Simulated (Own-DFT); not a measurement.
# Strain and stress in grey tin, 64 atoms (Sn64)

Calculated results; nothing here was measured. They come from Own-DFT, an in-house plane-wave density functional program, since retired, whose code no person has reviewed. Each row is one single-point run on a periodic cell that was not relaxed, without spin or spin-orbit coupling.

Settings of every run: PBE; PseudoDojo norm-conserving scalar-relativistic files; cutoff 42 hartree; 3 x 3 x 3 k mesh centred on Gamma; cold (Marzari-Vanderbilt) smearing of 0.2 eV.

Known limits: forces on such cells moved up to 12 meV/angstrom on a denser k mesh; stress not checked against mesh or cutoff.

Unstrained cell vectors in Å: (12.978, 0.000, 0.000); (0.000, 12.978, 0.000); (0.000, 0.000, 12.978). The unstrained cell has measured lattice constants (interpolated for alloys), not those of this functional. That, the random moves and any unrelaxed bonds set the pressure at no strain. Each run strains this cell uniformly, with the atoms carried along. Every atom was also moved at random, by a Gaussian of width 0.05 Å on each axis. Strain is the symmetric tensor, in per cent. Stress is positive in tension, and the pressure is minus a third of its trace.

```
run  e_xx (%)  e_yy (%)  e_zz (%)  e_yz (%)  e_xz (%)  e_xy (%)  s_xx (GPa)  s_yy (GPa)  s_zz (GPa)  s_yz (GPa)  s_xz (GPa)  s_xy (GPa)  P (GPa)  E (meV/atom)
  1     -0.21     -0.40      1.55      0.11     -0.47      1.92       -3.46       -3.49       -2.89        0.43       -0.58        2.10     3.28           6.8
  2      0.84     -1.08     -1.89     -1.50      1.75     -0.34       -4.63       -5.11       -5.39       -1.44        2.83       -0.24     5.04          41.6
  3     -1.52      1.11      1.16      0.69     -0.78     -0.95       -3.79       -3.03       -3.02        0.98       -0.87       -1.23     3.28           0.0
  4      1.52      1.67     -1.12      1.36     -0.39      1.88       -2.55       -2.42       -3.14        0.96       -0.55        2.00     2.71           0.2
  5     -0.32     -0.22     -0.88     -0.72     -0.23      1.61       -4.55       -4.43       -4.69       -1.36        0.00        2.19     4.56          27.9
  6     -0.10     -1.81      1.08     -1.71     -1.35      1.29       -4.14       -4.57       -3.77       -1.74       -1.09        1.29     4.16          17.4
  7      0.14      0.34     -0.59      1.53     -0.54     -0.36       -3.76       -3.69       -3.94        1.79       -0.65        0.06     3.80          13.2
  8      1.04      0.67     -1.37     -0.21     -1.35     -0.50       -3.17       -3.35       -3.88       -0.22       -1.31       -0.67     3.47           0.7
  9     -1.59     -0.04     -1.95     -1.52      1.25      1.98       -6.24       -5.87       -6.34       -2.15        2.03        3.23     6.15          76.2
 10      1.49     -1.86      1.53      1.06      1.48      0.10       -2.84       -3.66       -2.81        1.08        1.65        0.48     3.11           1.2
 11     -0.50     -0.48     -1.60     -1.30      0.78      0.30       -4.96       -5.00       -5.32       -1.53        1.43        0.55     5.09          28.4
 12      1.70      1.79     -1.91     -0.04      1.16      1.26       -2.60       -2.63       -3.53       -0.27        1.09        0.83     2.92           2.0
 13      1.00     -1.64     -1.23     -0.18     -0.14      1.44       -4.19       -4.98       -4.95        0.19       -0.19        1.61     4.70          25.5
 14     -0.16      1.01     -1.12     -1.08      0.12     -0.03       -3.79       -3.55       -4.18       -1.88        0.58        0.12     3.84          11.3
 15     -0.68     -0.24     -0.67     -0.17      0.55      0.33       -4.54       -4.44       -4.50       -0.27        0.52        0.50     4.49          17.4
 16      0.87     -1.14     -1.02     -1.62     -1.68      1.96       -4.37       -4.91       -4.83       -1.55       -1.70        2.83     4.71          42.8
 17      0.04      1.88     -1.27      1.04     -0.64      0.04           ?           ?           ?           ?           ?           ?        ?             ?
```

E is the free energy for each atom above the lowest run shown.

## Worked fit

Each stress component was fitted by least squares to a constant and the strains of the runs shown, as fractions, with shears doubled. Shear strains stay in the fit of a normal stress only where such slopes are resolved. The slopes, in GPa:

```
stress,at no strain,per e_xx,per e_yy,per e_zz,scatter
s_xx,-3.8,75 ± 4,47 ± 4,48 ± 4,0.17
s_yy,-3.8,49 ± 4,74 ± 4,51 ± 3,0.16
s_zz,-3.7,49 ± 3,49 ± 3,79 ± 3,0.13
```

Each shear stress against twice its own strain: yz 58 ± 6, xz 59 ± 3, xy 60 ± 5 GPa. These are stiffnesses along x, y and z of the frame in which the cell vectors are given, which need not be the crystal's axes. The atoms are held to the strained lattice; where symmetry lets them move under strain, relaxing them would lower some slopes. The table should be nearly symmetric about its diagonal, and what it lacks of that shows the noise. A ninth of its sum, 58 ± 2 GPa, estimates the bulk modulus near the mean pressure of these runs, 4.1 GPa, so it lies above the value at zero pressure.

## Withheld run

Question: what normal stresses and pressure should run 17 give?

The fit gives s_xx = -3.5, s_yy = -3.0, s_zz = -3.8 and P = 3.4 GPa. The calculation gave -3.44, -2.84, -3.76 and P = 3.35 GPa.
